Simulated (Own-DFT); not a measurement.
# How strain changes the stress of 4H SiC, 72 atoms (C36Si36)

Source: density functional calculations with Own-DFT, an unreviewed in-house program that is no longer used. Nothing was measured or relaxed, and spin and spin-orbit coupling are left out.

Common settings: PBE; PseudoDojo norm-conserving scalar-relativistic files; cutoff 42 hartree; 4 x 4 x 3 k mesh centred on Gamma; Fermi-Dirac smearing of 0.1 eV.

Limits: forces on such cells passed a denser k mesh, each cell not checked; stress not checked against mesh or cutoff.

Unstrained cell vectors in Å: (9.248, 0.000, 0.000); (-4.624, 8.009, 0.000); (0.000, 0.000, 10.068). The unstrained cell has measured lattice constants (interpolated for alloys), not those of this functional. That, the random moves and any unrelaxed bonds set the pressure at no strain. The cell is deformed uniformly in each run, and the atoms keep their fractional places. Each coordinate of each atom was shifted by a normal deviate of width 0.05 Å. Strains are tensor components in per cent; tension counts as positive stress, and P is minus the mean normal stress.

| run | e_xx (%) | e_yy (%) | e_zz (%) | e_yz (%) | e_xz (%) | e_xy (%) | s_xx (GPa) | s_yy (GPa) | s_zz (GPa) | s_yz (GPa) | s_xz (GPa) | s_xy (GPa) | P (GPa) | E (meV/atom) |
|---|---|---|---|---|---|---|---|---|---|---|---|---|---|---|
| 1 | -0.87 | 1.59 | 1.01 | 1.93 | -1.18 | -1.76 | -9.05 | 3.61 | 0.03 | 6.60 | -5.25 | -5.92 | 1.81 | 17.0 |
| 2 | 0.03 | 1.10 | 0.64 | 0.97 | 0.91 | 1.86 | -2.99 | 0.30 | -2.37 | 3.04 | 2.06 | 8.40 | 1.68 | 10.5 |
| 3 | 1.36 | -0.42 | 1.61 | -0.71 | 1.25 | 0.95 | 0.67 | -4.24 | 3.60 | -2.59 | 4.28 | 2.91 | -0.01 | 10.6 |
| 4 | 0.22 | 0.81 | -1.66 | 1.84 | 1.73 | 0.46 | -3.90 | -3.29 | -15.69 | 6.81 | 5.87 | 0.12 | 7.63 | 44.6 |
| 5 | -1.74 | -0.65 | -0.71 | -1.77 | 0.57 | 1.62 | -15.17 | -10.31 | -12.99 | -5.53 | 2.72 | 7.75 | 12.82 | 33.6 |
| 6 | 1.66 | 1.45 | 0.93 | 1.43 | 0.69 | -0.44 | 4.69 | 4.33 | 1.57 | 3.91 | 2.72 | -2.47 | -3.53 | 0.0 |
| 7 | -1.91 | -0.29 | -1.10 | -0.60 | -1.28 | -0.01 | -18.40 | -7.64 | -13.23 | -1.60 | -4.80 | -0.37 | 13.09 | 13.4 |
| 8 | 1.12 | -1.08 | 0.52 | -1.45 | -0.66 | 1.12 | 1.13 | -8.43 | -5.10 | -4.97 | -2.17 | 4.65 | 4.13 | 6.8 |
| 9 | -1.71 | 0.65 | 1.41 | 1.55 | 1.59 | 1.49 | -15.85 | -2.25 | 1.52 | 4.30 | 5.09 | 8.04 | 5.53 | 37.1 |
| 10 | -1.39 | 0.20 | -0.24 | 0.90 | -0.82 | 0.56 | -13.14 | -5.58 | -7.01 | 3.37 | -3.34 | 4.43 | 8.57 | 1.0 |
| 11 | -0.20 | 1.52 | -0.91 | 1.57 | 1.77 | 0.56 | -4.26 | 2.82 | -14.44 | 6.52 | 5.45 | 2.04 | 5.29 | 38.4 |
| 12 | 0.46 | -0.54 | 0.08 | 0.86 | -1.90 | -0.53 | -2.38 | -5.95 | -7.12 | 2.42 | -6.16 | -2.37 | 5.15 | 9.7 |
| 13 | 0.59 | -1.68 | 0.22 | 1.54 | 1.04 | -1.19 | -4.32 | -12.59 | -5.14 | 4.60 | 4.02 | -5.51 | 7.35 | 25.2 |
| 14 | -1.47 | -0.43 | -0.37 | -1.98 | -1.93 | 0.51 | -16.62 | -7.94 | -9.51 | -6.98 | -7.52 | 2.50 | 11.36 | 32.3 |
| 15 | -0.91 | 0.51 | -1.94 | -1.83 | 0.46 | -1.91 | -10.28 | -5.92 | -19.85 | -7.14 | 2.96 | -8.39 | 12.02 | 48.8 |
| 16 | -1.47 | 1.50 | 1.58 | 0.03 | -0.57 | -1.90 | -11.58 | 2.61 | 2.96 | 0.44 | -1.79 | -8.72 | 2.00 | 11.9 |
| 17 | -0.26 | 0.22 | -0.56 | -0.71 | -1.73 | -0.31 | ? | ? | ? | ? | ? | ? | ? | ? |

The last column gives the free energy per atom over the lowest of the runs shown.

## Fit

Regress every stress component on the fractional strains (shears doubled) of the visible runs, with a constant. Shear strains stay in the fit of a normal stress only where such slopes are resolved. The slopes, in GPa:

```
stress  at no strain  per e_xx  per e_yy  per e_zz  scatter
  s_xx          -5.6  590 ± 27  116 ± 31   -4 ± 29     1.20
  s_yy          -4.8   77 ± 18  477 ± 21   97 ± 20     0.81
  s_zz          -6.8   28 ± 28   37 ± 32  633 ± 30     1.24
```

The slope of each shear stress on twice its own strain, from a fit on all six strains: yz 173 ± 8, xz 186 ± 7, xy 225 ± 11 GPa. These are stiffnesses along x, y and z of the frame in which the cell vectors are given, with the crystal's c axis along z: C11, C12, C13 and C33. Hexagonal symmetry asks that xx and yy behave alike, which is a second check on the noise. No internal relaxation is included, and where it is allowed it would reduce some of the slopes. The table should be nearly symmetric about its diagonal, and what it lacks of that shows the noise. A ninth of the table's sum, 228 ± 5 GPa, estimates the bulk modulus near the mean pressure of these runs, 5.9 GPa, so it lies above the value at zero pressure.

## Check

Asked: what normal stresses and pressure should run 17 give?

The fitted form gives s_xx = -6.9, s_yy = -4.5, s_zz = -10.4 and P = 7.3 GPa. The run itself gave -6.85, -4.65, -9.51 and P = 7.00 GPa.
